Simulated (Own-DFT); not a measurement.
Simulation results for GaN (wurtzite, atoms displaced)

All values are calculated (Own-DFT development build). A calculation, not a measurement: plane-wave PBE density functional theory by an unreviewed code, no spin, of a simulated periodic cell, stress positive in tension, free energy of the whole cell less one offset for each atom, forces on such cells passed a denser k mesh, this cell's mesh not checked; offsets are fitted by least squares, one for each functional and potential file, so energies compare only between cells with the same atoms and settings and are not formation energies; the far tail of each file's local potential was reset to the Coulomb form; each entry is a single point on an unrelaxed cell, so the pressure reflects the starting lattice, mostly measured values (interpolated for alloys), from which strain is counted, and rises with the displacements; printed positions are rounded, which can move forces by about a meV/angstrom; the program, named Own-DFT, is a retired in-house code; no spin-orbit coupling.

Common to all runs: functional PBE; potential files PseudoDojo norm-conserving, scalar-relativistic, standard set; wave cutoff 42 hartree; occupations Fermi-Dirac; smearing width 0.1 eV; hardware one NVIDIA H200; k mesh 3 x 4 x 3 centred on Gamma.

(1) GaN (wurtzite, atoms displaced)

```
cell vectors (Å)
  12.7560     0.0000     0.0000
  -4.7835     8.2853     0.0000
   0.0000     0.0000    10.3700
atoms (fractions of the cell vectors)
Ga  0.08162  0.23260  0.99716
Ga  0.15650  0.08632  0.25924
N   0.07685  0.21562  0.18016
N   0.17873  0.13167  0.42673
Ga  0.09318  0.19488  0.50440
Ga  0.16236  0.11945  0.73696
N   0.08729  0.22568  0.68088
N   0.17393  0.10396  0.93451
Ga  0.06934  0.55195  0.02041
Ga  0.15955  0.46194  0.26839
N   0.09196  0.56262  0.17834
N   0.17664  0.44692  0.42988
Ga  0.08236  0.54431  0.51680
Ga  0.18800  0.43143  0.76026
N   0.07882  0.54821  0.67368
N   0.15207  0.44450  0.95549
Ga  0.09003  0.90368  0.01720
Ga  0.19267  0.80555  0.25707
N   0.08107  0.91845  0.19615
N   0.15530  0.75615  0.42378
Ga  0.09413  0.87576  0.51907
Ga  0.16200  0.76046  0.75638
N   0.08621  0.91851  0.69100
N   0.15976  0.76980  0.96580
Ga  0.34196  0.24014  0.00670
Ga  0.42938  0.13610  0.22464
N   0.34249  0.21005  0.17179
N   0.43001  0.10229  0.44697
Ga  0.34279  0.19845  0.49930
Ga  0.42726  0.13199  0.74878
N   0.33312  0.21210  0.69888
N   0.40233  0.07414  0.93294
Ga  0.32163  0.54664  0.99987
Ga  0.44000  0.45437  0.24415
N   0.33303  0.54274  0.18547
N   0.41763  0.42643  0.43824
Ga  0.33091  0.52392  0.47981
Ga  0.41779  0.43895  0.74790
N   0.33221  0.54643  0.67140
N   0.42055  0.47104  0.93820
Ga  0.32433  0.90815  0.01396
Ga  0.42146  0.78545  0.22749
N   0.32588  0.87704  0.19803
N   0.41231  0.76403  0.44101
Ga  0.32841  0.88649  0.48904
Ga  0.41227  0.75208  0.77051
N   0.32425  0.88081  0.67453
N   0.42517  0.78453  0.92532
Ga  0.55992  0.20166  0.00717
Ga  0.64659  0.10619  0.26126
N   0.58880  0.22897  0.19453
N   0.67821  0.11936  0.46650
Ga  0.57914  0.22458  0.48480
Ga  0.64771  0.09904  0.75123
N   0.58563  0.23682  0.72170
N   0.68080  0.12509  0.94352
Ga  0.55919  0.51380  0.98972
Ga  0.67439  0.46793  0.24688
N   0.59249  0.55901  0.17465
N   0.65190  0.41523  0.45251
Ga  0.59060  0.54702  0.49857
Ga  0.65533  0.44972  0.74543
N   0.60104  0.55422  0.66464
N   0.66825  0.44919  0.93510
Ga  0.60968  0.91672  0.99911
Ga  0.66731  0.78251  0.25481
N   0.59113  0.90168  0.17697
N   0.65766  0.78869  0.41515
Ga  0.59341  0.91807  0.49381
Ga  0.68538  0.77631  0.72843
N   0.58136  0.90855  0.67551
N   0.69373  0.81034  0.94849
Ga  0.82381  0.20828  0.02444
Ga  0.91085  0.10521  0.24291
N   0.84196  0.21993  0.20061
N   0.89473  0.09450  0.42634
Ga  0.83647  0.20898  0.49398
Ga  0.91659  0.12653  0.74735
N   0.83094  0.21061  0.68349
N   0.93102  0.13186  0.94710
Ga  0.82075  0.58180  0.99878
Ga  0.90290  0.42403  0.24176
N   0.83017  0.55317  0.17783
N   0.91379  0.43336  0.40438
Ga  0.83266  0.56535  0.52343
Ga  0.92017  0.42925  0.74455
N   0.84019  0.53698  0.68609
N   0.92297  0.43932  0.94708
Ga  0.83856  0.87897  0.98558
Ga  0.90222  0.77407  0.27535
N   0.82678  0.87863  0.19469
N   0.94363  0.78752  0.45518
Ga  0.84186  0.91043  0.49641
Ga  0.94625  0.79838  0.72271
N   0.86290  0.91159  0.69920
N   0.93772  0.78637  0.93549
```

| Property | Result |
| --- | --- |
| free energy of cell above offsets | 65.611 eV |
| pressure | 19.62 GPa |
| stress xx | -19 GPa |
| stress yy | -18.83 GPa |
| stress zz | -21.03 GPa |
| stress yz | 0.27 GPa |
| stress xz | -1.53 GPa |
| stress xy | -1.69 GPa |
| wall time | 1190 s |

Force:
```csv
element,x (eV/Å),y (eV/Å),z (eV/Å)
Ga,3.166,-1.393,2.13
Ga,-0.464,12.58,1.562
N,0.791,0.709,2.308
N,4.908,-2.666,1.706
Ga,-5.371,3.661,-0.348
Ga,2.696,1.519,4.533
N,-1.512,0.781,0.251
N,-0.501,3.052,-0.599
Ga,0.026,0.521,-5.444
Ga,1.008,-1.947,-5.63
N,-0.684,1.111,7.462
N,-2.048,-2.142,4.921
Ga,0.318,-0.76,-9.89
Ga,-3.399,0.681,0.45
N,0.55,0.563,8.308
N,3.083,1.685,-3.675
Ga,-0.019,-0.979,-1.003
Ga,-9.552,-5.509,0.638
N,0.174,-13.03,-3.869
N,0.312,1.406,3.401
Ga,2.166,1.287,-2.371
Ga,1.125,1.397,1.11
N,8.195,0.418,-2.658
N,0.248,1.206,-2.693
Ga,-2.378,-2.016,-4.584
Ga,2.126,-4.192,4.28
N,-4.208,2.562,2.764
N,-3.43,-1.673,-2.923
Ga,-2.145,2.012,0.354
Ga,-0.414,-5.09,0.624
N,-1.448,2.024,-2.025
N,0.867,9.038,-2.597
Ga,-1.405,2.275,1.434
Ga,-3.707,-1.188,1.144
N,0.537,0.953,0.46
N,2.447,-0.477,-0.935
Ga,-0.178,3.617,1.025
Ga,-0.569,0.653,-1.179
N,1.854,0.1,1.437
N,-2.116,-3.301,-2.86
Ga,-0.103,-8.622,1.75
Ga,1.378,-2.574,2.378
N,7.15,6.031,-4.129
N,0.491,1.22,-1.737
Ga,1.827,-3.087,1.209
Ga,-0.482,1.269,-9.45
N,-0.092,0.375,1.889
N,-0.091,0.51,8.842
Ga,3.624,1.244,-2.045
Ga,4.125,-0.249,0.766
N,-0.076,1.668,-1.136
N,-3.968,3.461,-4.165
Ga,4.323,-5.455,4.14
Ga,2.176,2.963,1.501
N,1.057,-1.165,-2.577
N,-3.735,0.107,-1.396
Ga,4.997,4.791,2.138
Ga,1.617,-1.975,1.109
N,-0.851,0.696,-0.01
N,1.747,9.826,-3.659
Ga,-2.95,1.232,-4.616
Ga,6.177,-1.079,3.093
N,-4.639,3.255,3.338
N,-1.946,-1.643,-0.443
Ga,-0.984,-2.95,-1.395
Ga,-0.15,0.106,-6.467
N,-0.776,-0.346,1.872
N,1.501,-1.442,8.009
Ga,-1.847,-7.341,0.825
Ga,-1.504,2.173,2.053
N,1.292,-4.57,0.99
N,-5.352,-4.31,-3.628
Ga,2.742,2.91,-2.57
Ga,3.19,-0.864,-0.118
N,-3.988,-2.289,-1.041
N,4.238,2.458,-1.134
Ga,-0.674,4.922,1.199
Ga,1.9,-0.443,2.975
N,-1.92,0.971,-0.726
N,-3.344,-3.459,-2.336
Ga,3.808,-0.911,-0.542
Ga,0.538,4.288,-3.439
N,0.243,0.882,1.967
N,0.299,0.666,8.857
Ga,1.283,-1.556,-5.727
Ga,-0.354,-0.392,2.864
N,-1.705,1.906,3.593
N,-3.267,-1.152,-1.652
Ga,4.897,3.863,1.95
Ga,2.329,0.104,-2.14
N,0.735,0.233,-0.861
N,-4.896,-1.486,-0.762
Ga,0.669,-4.785,2.022
Ga,-7.425,-7.232,5.127
N,-2.416,-1.974,-2.393
N,-1.865,-0.221,-1.18
```

(2) GaN (wurtzite, atoms displaced)

```
cell vectors (Å)
  12.7560     0.0000     0.0000
  -4.7835     8.2853     0.0000
   0.0000     0.0000    10.3700
atoms (fractions of the cell vectors)
Ga  0.07110  0.22521  0.99849
Ga  0.15517  0.09524  0.26334
N   0.08292  0.19974  0.17932
N   0.16638  0.09121  0.42249
Ga  0.08859  0.22856  0.51041
Ga  0.17187  0.10106  0.75843
N   0.08887  0.22918  0.69744
N   0.18926  0.12506  0.94001
Ga  0.07159  0.54795  0.01987
Ga  0.17370  0.46447  0.27035
N   0.08510  0.56817  0.16965
N   0.15847  0.44352  0.43049
Ga  0.07626  0.55046  0.49320
Ga  0.18130  0.46935  0.73013
N   0.08958  0.53369  0.70339
N   0.16917  0.44695  0.92083
Ga  0.10459  0.90395  0.00693
Ga  0.17505  0.76584  0.22462
N   0.08182  0.88760  0.18159
N   0.17534  0.78242  0.42104
Ga  0.08676  0.90429  0.50005
Ga  0.16780  0.78443  0.76243
N   0.08943  0.90319  0.67081
N   0.16482  0.74499  0.93052
Ga  0.34002  0.23124  0.98553
Ga  0.42238  0.08960  0.27230
N   0.33129  0.22938  0.17972
N   0.43519  0.11955  0.44548
Ga  0.35051  0.23346  0.50689
Ga  0.42524  0.12281  0.73029
N   0.33407  0.23793  0.67768
N   0.43170  0.13172  0.92013
Ga  0.31097  0.55811  0.99041
Ga  0.40908  0.43233  0.25435
N   0.34227  0.56531  0.19311
N   0.42273  0.45153  0.43277
Ga  0.34669  0.56589  0.50004
Ga  0.41575  0.46172  0.75757
N   0.33356  0.53043  0.70264
N   0.39914  0.43016  0.91908
Ga  0.34976  0.87693  0.97913
Ga  0.42649  0.77532  0.24859
N   0.33088  0.89159  0.21152
N   0.41039  0.77425  0.42759
Ga  0.30504  0.87577  0.50664
Ga  0.41683  0.76974  0.74755
N   0.31335  0.87496  0.69900
N   0.40671  0.76031  0.94527
Ga  0.58558  0.21449  0.98072
Ga  0.67466  0.12280  0.25205
N   0.58116  0.24076  0.16561
N   0.67342  0.10166  0.41654
Ga  0.57208  0.19142  0.48052
Ga  0.67553  0.11116  0.74015
N   0.58561  0.20575  0.68643
N   0.67039  0.11994  0.93546
Ga  0.57861  0.54270  0.96633
Ga  0.67621  0.46605  0.25028
N   0.58931  0.57060  0.18971
N   0.65919  0.45155  0.43732
Ga  0.57084  0.56599  0.48248
Ga  0.67218  0.41338  0.75008
N   0.59131  0.57235  0.66222
N   0.64024  0.40959  0.95835
Ga  0.59430  0.89604  0.99600
Ga  0.66935  0.80943  0.26787
N   0.61451  0.91830  0.17878
N   0.67548  0.77114  0.44196
Ga  0.57868  0.87391  0.49746
Ga  0.65406  0.76951  0.76832
N   0.57709  0.85325  0.70259
N   0.66378  0.77488  0.92895
Ga  0.84576  0.23753  0.00889
Ga  0.91926  0.11782  0.26933
N   0.84021  0.23365  0.19987
N   0.93580  0.10849  0.43764
Ga  0.79091  0.19093  0.51878
Ga  0.95709  0.15264  0.75317
N   0.84307  0.24554  0.69954
N   0.90652  0.08673  0.93863
Ga  0.84313  0.56278  0.01172
Ga  0.89954  0.42724  0.24525
N   0.85474  0.56191  0.17383
N   0.89236  0.44906  0.41581
Ga  0.82002  0.55416  0.50921
Ga  0.93460  0.44165  0.75772
N   0.83162  0.56782  0.69399
N   0.88995  0.42799  0.94820
Ga  0.84089  0.88282  0.99826
Ga  0.91083  0.78200  0.27153
N   0.85335  0.87824  0.19365
N   0.90746  0.76369  0.44121
Ga  0.82769  0.89292  0.47841
Ga  0.93100  0.78437  0.74563
N   0.81114  0.87200  0.66646
N   0.92669  0.79374  0.95628
```

| Property | Result |
| --- | --- |
| free energy of cell above offsets | 69.535 eV |
| pressure | 20.29 GPa |
| stress xx | -19.37 GPa |
| stress yy | -18.09 GPa |
| stress zz | -23.41 GPa |
| stress yz | 0.09 GPa |
| stress xz | -3.5 GPa |
| stress xy | -0.84 GPa |
| wall time | 1267 s |

Force:
```csv
element,x (eV/Å),y (eV/Å),z (eV/Å)
Ga,2.618,-0.07,0.685
Ga,1.526,1.031,-8.164
N,-2.504,2.648,1.065
N,0.765,4.652,6.899
Ga,0.941,-0.755,-0.944
Ga,-0.039,2.263,-0.377
N,9.446,4.067,-4.629
N,-4.618,-3.487,-1.773
Ga,0.105,-1.864,-12.52
Ga,0.947,-0.986,-8.16
N,1.367,-3.171,11.67
N,1.107,-0.429,6.694
Ga,-2.159,0.483,0.035
Ga,5.682,-5.039,3.726
N,-8.517,5.523,-4.517
N,-3.982,-2.811,0.664
Ga,-0.939,-0.409,-0.611
Ga,-4.27,2.806,2.452
N,1.473,-1.002,2.05
N,-4.596,-3.323,-0.596
Ga,-0.607,-4.231,-2.415
Ga,-3.011,-2.122,-1.323
N,0.991,-1.57,3.805
N,-0.742,2.6,2.629
Ga,3.304,-0.057,3.796
Ga,-1.368,4.169,-4.649
N,0.554,-1.805,0.933
N,-10.8,-5.373,-0.277
Ga,-1.149,-0.276,-2.8
Ga,-2.08,-0.921,1.901
N,0.947,-1.539,2.018
N,-1.79,-3.749,-0.646
Ga,4.28,-2.604,3.573
Ga,1.536,0.865,-3.054
N,-1.585,-1.239,-1.171
N,-4.053,-2.598,0.252
Ga,-1.046,-1.406,0.349
Ga,10.06,-3.678,-2.567
N,-6.961,6.978,-6.583
N,0.566,3.158,4.969
Ga,-7.349,5.893,2.358
Ga,-0.644,1.598,-1.526
N,4.381,-0.744,-3.36
N,0.886,1.093,2.885
Ga,4.982,2.236,1.8
Ga,-1.549,-0.138,0.561
N,4.86,2.229,-2.742
N,6.568,0.349,-2.901
Ga,-0.18,-4.496,3.319
Ga,-2.021,1.783,-6.098
N,1.458,-1.963,4.096
N,-3.886,-3.638,3.537
Ga,9.441,7.444,3.666
Ga,0.377,-1.994,3.173
N,0.69,-0.456,-2.7
N,2.824,-2.323,-1.113
Ga,-1.792,0.684,3.407
Ga,-0.531,-0.735,-1.383
N,-1.008,0.571,-0.172
N,0.695,-1.843,-0.073
Ga,5.062,-1.016,2.365
Ga,-1.875,3.674,0.793
N,-0.774,-2.353,3.743
N,2.046,8.584,-4.225
Ga,-0.181,-0.016,0.012
Ga,3.771,-3.913,-3.135
N,-3.282,-0.65,-0.278
N,-4.802,1.605,-1.665
Ga,0.099,-0.464,1.018
Ga,6.686,-1.902,-6.535
N,-5.377,5.479,-4.397
N,1.207,-0.224,6.397
Ga,-0.454,-5.261,0.579
Ga,1.517,-0.182,-4.545
N,1.635,-5.497,-2.619
N,-2.213,0.449,2.347
Ga,6.822,5.423,1.751
Ga,-11.15,-7.918,3.491
N,-0.011,-4.328,-2.493
N,-0.522,4.618,-1.159
Ga,-3.207,1.524,-4.205
Ga,0.887,5.552,0.816
N,-2.749,0.796,5.642
N,2.421,-0.812,4.956
Ga,-0.063,-0.276,-0.517
Ga,-3.393,3.124,1.682
N,2.256,-1.784,0.471
N,3.562,2.775,-3.222
Ga,-2.742,-0.762,2.419
Ga,6.422,-3.798,-1.655
N,-8.136,4.628,-2.752
N,0.979,1.97,2.315
Ga,4.088,0.671,4.282
Ga,-3.633,0.525,0.766
N,1.954,1.96,2.131
N,3.555,-2.483,-3.716
```

(3) GaN (wurtzite, atoms displaced)

```
cell vectors (Å)
  12.7560     0.0000     0.0000
  -4.7835     8.2853     0.0000
   0.0000     0.0000    10.3700
atoms (fractions of the cell vectors)
Ga  0.07824  0.23125  0.98367
Ga  0.16539  0.11004  0.25375
N   0.08268  0.23942  0.18594
N   0.15779  0.11862  0.41271
Ga  0.12363  0.23091  0.49817
Ga  0.17619  0.11654  0.73796
N   0.09291  0.22354  0.69322
N   0.15030  0.10276  0.94875
Ga  0.08424  0.55524  0.00135
Ga  0.18558  0.45747  0.23395
N   0.09909  0.58995  0.19717
N   0.14414  0.42475  0.44034
Ga  0.09201  0.56727  0.49721
Ga  0.19383  0.44097  0.74611
N   0.10562  0.58324  0.69280
N   0.15749  0.43883  0.94628
Ga  0.08365  0.90320  0.98925
Ga  0.16464  0.77621  0.26231
N   0.08594  0.88422  0.18749
N   0.14981  0.77058  0.43095
Ga  0.09089  0.86431  0.49858
Ga  0.16461  0.76845  0.78317
N   0.07835  0.87827  0.71324
N   0.16996  0.75564  0.94581
Ga  0.33843  0.24488  0.98121
Ga  0.44037  0.14918  0.24620
N   0.31209  0.23135  0.18340
N   0.40140  0.08592  0.43598
Ga  0.35355  0.23747  0.51041
Ga  0.40202  0.10736  0.73203
N   0.32263  0.21099  0.70363
N   0.42396  0.15086  0.92749
Ga  0.33368  0.57877  0.98748
Ga  0.40712  0.45665  0.23258
N   0.33900  0.55607  0.18004
N   0.41648  0.46640  0.41882
Ga  0.35430  0.55086  0.48604
Ga  0.41084  0.43121  0.75333
N   0.33379  0.54656  0.72151
N   0.42251  0.46018  0.91249
Ga  0.34183  0.86678  0.99177
Ga  0.39208  0.75464  0.27167
N   0.33406  0.87900  0.19737
N   0.41966  0.76832  0.45152
Ga  0.32708  0.88249  0.51067
Ga  0.41862  0.80651  0.74537
N   0.32318  0.87230  0.68918
N   0.41948  0.77529  0.93374
Ga  0.58177  0.23788  0.00781
Ga  0.68426  0.12534  0.25106
N   0.57412  0.21136  0.16220
N   0.67275  0.09068  0.43446
Ga  0.59347  0.21118  0.49977
Ga  0.67760  0.11759  0.78095
N   0.59370  0.23304  0.67284
N   0.67615  0.10142  0.93078
Ga  0.57298  0.54610  0.98769
Ga  0.67009  0.45689  0.25816
N   0.57685  0.55547  0.16789
N   0.67379  0.45440  0.42768
Ga  0.57918  0.52470  0.49580
Ga  0.66745  0.44440  0.72230
N   0.61428  0.56279  0.69495
N   0.65226  0.42205  0.97812
Ga  0.60985  0.91101  0.01028
Ga  0.64747  0.76838  0.25655
N   0.58521  0.91433  0.21653
N   0.65076  0.78614  0.45846
Ga  0.58523  0.90552  0.48523
Ga  0.65231  0.79040  0.75453
N   0.56902  0.88865  0.67894
N   0.67863  0.81116  0.92415
Ga  0.81504  0.18057  0.99590
Ga  0.90308  0.07687  0.26721
N   0.84868  0.21066  0.20813
N   0.91398  0.10673  0.46284
Ga  0.83276  0.24052  0.49880
Ga  0.92578  0.09829  0.72675
N   0.84975  0.20904  0.68716
N   0.92693  0.12702  0.93540
Ga  0.84867  0.56302  0.00645
Ga  0.90620  0.42643  0.25125
N   0.82078  0.51918  0.20748
N   0.91668  0.41394  0.44444
Ga  0.82352  0.55070  0.50406
Ga  0.91426  0.44564  0.73921
N   0.83857  0.56739  0.70016
N   0.91255  0.45615  0.92634
Ga  0.85391  0.89111  0.99357
Ga  0.90872  0.76390  0.25121
N   0.83017  0.87772  0.17967
N   0.90110  0.76138  0.44386
Ga  0.80281  0.84867  0.50352
Ga  0.90234  0.75773  0.72469
N   0.83055  0.91176  0.69258
N   0.93239  0.74180  0.93945
```

| Property | Result |
| --- | --- |
| free energy of cell above offsets | 77.399 eV |
| pressure | 22.81 GPa |
| stress xx | -20.58 GPa |
| stress yy | -28.51 GPa |
| stress zz | -19.34 GPa |
| stress yz | 1.47 GPa |
| stress xz | 2.14 GPa |
| stress xy | 2.66 GPa |
| wall time | 1260 s |

Force:
```csv
element,x (eV/Å),y (eV/Å),z (eV/Å)
Ga,2.293,-1.02,3.974
Ga,-2.232,-1.21,-7.03
N,0.427,-1.895,-0.239
N,6.705,-5.333,4.938
Ga,-8.616,2.984,4.43
Ga,-6.837,-5.396,3.523
N,1.009,0.341,-1.255
N,2.123,4.825,-3.051
Ga,-1.974,-2.575,1.747
Ga,-5.362,-2.698,1.857
N,-0.082,-7.979,-2.598
N,3.011,2.848,-1.276
Ga,0.066,-3.28,2.217
Ga,-11.9,-4.527,1.984
N,-0.664,-3.867,-1.882
N,2.36,3.219,-1.733
Ga,2.208,-3.977,2.903
Ga,0.353,5.168,-3.53
N,-1.781,0.271,0.215
N,7.821,-2.617,-0.132
Ga,-9.697,6.05,5.109
Ga,-1.293,0.923,-5.222
N,0.552,1.099,-2.601
N,0.484,4.597,3.351
Ga,-2.47,-1.824,2.799
Ga,-4.611,-4.106,0.694
N,5.063,1.646,-1.514
N,0.944,3.581,0.145
Ga,-1.487,-1.319,-2.357
Ga,4.645,-1.155,3.02
N,3.837,4.369,-4.372
N,1.801,-3.719,-1.606
Ga,0.284,-5.072,0.711
Ga,5.845,-4.168,0.798
N,-2.877,4.599,-2.618
N,11.16,-7.383,-2.966
Ga,-11.8,4.739,7.338
Ga,1.666,1.443,-5.207
N,8.169,7.13,-4.905
N,-1.231,0.476,7.329
Ga,-4.932,3.548,3.92
Ga,1.098,2.844,-1.782
N,-0.687,1.527,-0.894
N,-2.686,0.734,-0.082
Ga,0.408,-1.869,-1.571
Ga,3.285,-3.715,1.7
N,-3.281,3.261,-0.248
N,3.755,3.254,-1.932
Ga,-0.434,-9.543,-6.327
Ga,-1.312,0.694,-0.195
N,3.719,0.104,10.18
N,-1.532,8.898,-1.435
Ga,-0.426,-0.899,-2.008
Ga,-0.019,0.722,-14.74
N,-0.309,-2.008,2.216
N,-5.372,-0.159,8.915
Ga,2.311,1.598,-0.382
Ga,-2.162,-1.162,-5.196
N,-0.133,0.408,3.417
N,-0.523,-3.14,2.303
Ga,-3.061,3.663,1.664
Ga,5.815,-4.18,4.531
N,-9.307,4.437,-2.837
N,1.722,13.77,-5.273
Ga,-2.881,-3.749,2.785
Ga,0.846,0.936,-0.463
N,0.482,-3.952,-3.054
N,2.636,-5.489,-2.973
Ga,-2.485,-5.036,4.326
Ga,1.641,-0.176,-2.833
N,1.51,1.767,0.418
N,2.057,-2.603,3.028
Ga,5.865,6.012,2.985
Ga,2.622,2.386,1.791
N,-2.68,0.343,-3.164
N,0.429,-1.741,-1.791
Ga,1.805,-12.27,5.024
Ga,1.906,7.233,2.634
N,-5.283,3.045,0.253
N,-1.935,-3.847,-1.531
Ga,-3.407,-6.588,3.352
Ga,4.297,0.873,1.106
N,0.034,3.594,-2.345
N,-0.666,12.95,-3.842
Ga,3.648,-0.28,0.068
Ga,3.288,-0.707,1.167
N,-0.033,-9.479,-3.796
N,2.71,-3.093,0.797
Ga,-0.735,-0.123,-0.894
Ga,1.352,0.488,-0.312
N,-0.514,-1.501,0.676
N,1.199,0.854,-0.194
Ga,2.241,4.983,0.989
Ga,-0.449,10.76,3.604
N,-0.268,-11.18,-1.797
N,-3.075,7.613,-2.953
```
